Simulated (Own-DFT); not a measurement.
# Bulk modulus against bond length in tetrahedral crystals

Calculated, not measured: single-point runs of Own-DFT, a retired in-house plane-wave DFT program that no person has reviewed, on unrelaxed cells, without spin or spin-orbit coupling.

Keep in mind (not all hold for every row): forces on such cells moved up to 12 meV/angstrom on a denser k mesh; forces not confirmed at this smearing and k mesh; k mesh not checked against a denser one; forces on such cells passed a denser k mesh, each cell not checked; stress not checked against mesh or cutoff.

All runs are PBE with PseudoDojo norm-conserving files; cutoff and k mesh are each material's own. Every cell starts from measured lattice constants and was given uniform random strains and small random moves of its atoms. Each triple is the change of volume in per cent, the rms move u in Å and the pressure in GPa.

- 3C SiC (C32Si32), 10.36 Å³/atom unstrained: (-2.00, 0.048, 10.22); (-1.46, 0.051, 9.17); (-1.46, 0.052, 9.84); (-1.08, 0.049, 7.79); (-0.82, 0.048, 7.26); (-0.42, 0.047, 6.43); (2.90, 0.051, 0.49)
- wurtzite GaN (Ga48N48), 11.42 Å³/atom unstrained: (-2.13, 0.053, 12.49); (-1.64, 0.048, 10.25); (-0.78, 0.049, 8.98); (-0.57, 0.050, 8.87); (0.13, 0.048, 6.85); (0.99, 0.051, 5.13); (2.37, 0.051, 2.61)
- diamond silicon (Si64), 20.02 Å³/atom unstrained: withheld
- zincblende GaAs (As32Ga32), 22.58 Å³/atom unstrained: (-2.02, 0.050, 5.98); (-1.30, 0.048, 5.35); (-0.20, 0.051, 4.17); (1.58, 0.051, 2.89); (1.65, 0.047, 2.81); (2.41, 0.051, 2.38); (3.12, 0.050, 2.03)
- zincblende InP (In48P48), 25.27 Å³/atom unstrained: (-3.23, 0.052, 6.60); (-2.29, 0.048, 5.45); (0.44, 0.050, 3.47); (1.12, 0.045, 2.82); (1.29, 0.046, 2.74); (2.00, 0.052, 2.35); (2.03, 0.050, 2.30)
- grey tin (Sn64), 34.15 Å³/atom unstrained: (-1.82, 0.047, 4.61); (-1.66, 0.053, 4.61); (-0.86, 0.051, 4.17); (-0.02, 0.046, 3.69); (1.57, 0.047, 3.00); (1.57, 0.053, 2.95); (1.81, 0.048, 2.91)

## Fit

Fit a line to each set against the fractional change of volume; B is minus its slope, and u is nearly the same within a set. To take it to zero pressure, assume that B rises by 4 GPa for each GPa: B0 = B - 4 x (mean pressure). The bond length of an ideal tetrahedral crystal with the unstrained volume v is d = (√3/4)(8 v)^(1/3). Cohen's empirical rule reads B0 = (1971 - 220 L) d^(-3.5) GPa, with L = 0 for group IV crystals and SiC and 1 for III-V compounds.

```
material,L,d (Å),B (GPa),mean P (GPa),B0 (GPa),rule (GPa)
3C SiC (C32Si32),0,1.888,201 ± 14,7.3,171 ± 14,213
wurtzite GaN (Ga48N48),1,1.950,212 ± 12,7.9,180 ± 12,169
diamond silicon (Si64),0,2.352,?,?,?,99
zincblende GaAs (As32Ga32),1,2.448,79 ± 4,3.7,64 ± 4,76
zincblende InP (In48P48),1,2.541,80 ± 3,3.7,65 ± 3,67
grey tin (Sn64),0,2.810,49 ± 1,3.7,34 ± 1,53
```

A line through ln[B0/(1971 - 220 L)] against ln d has a slope of -4.1 ± 0.6 and a scatter of 19 %. Against the rule, B0 stands at 80 % for 3C SiC, 107 % for wurtzite GaN, 84 % for zincblende GaAs, 97 % for zincblende InP, 64 % for grey tin. PBE tends to make silicon and heavier crystals too soft, and the rule itself is only a guide.

## Check

The question: what B0 does the fitted trend give for diamond silicon (Si64)?

The straight line predicts 83 GPa. Its own runs give B = 102 ± 4 GPa at a mean pressure of 3.2 GPa, so B0 = 89 GPa.
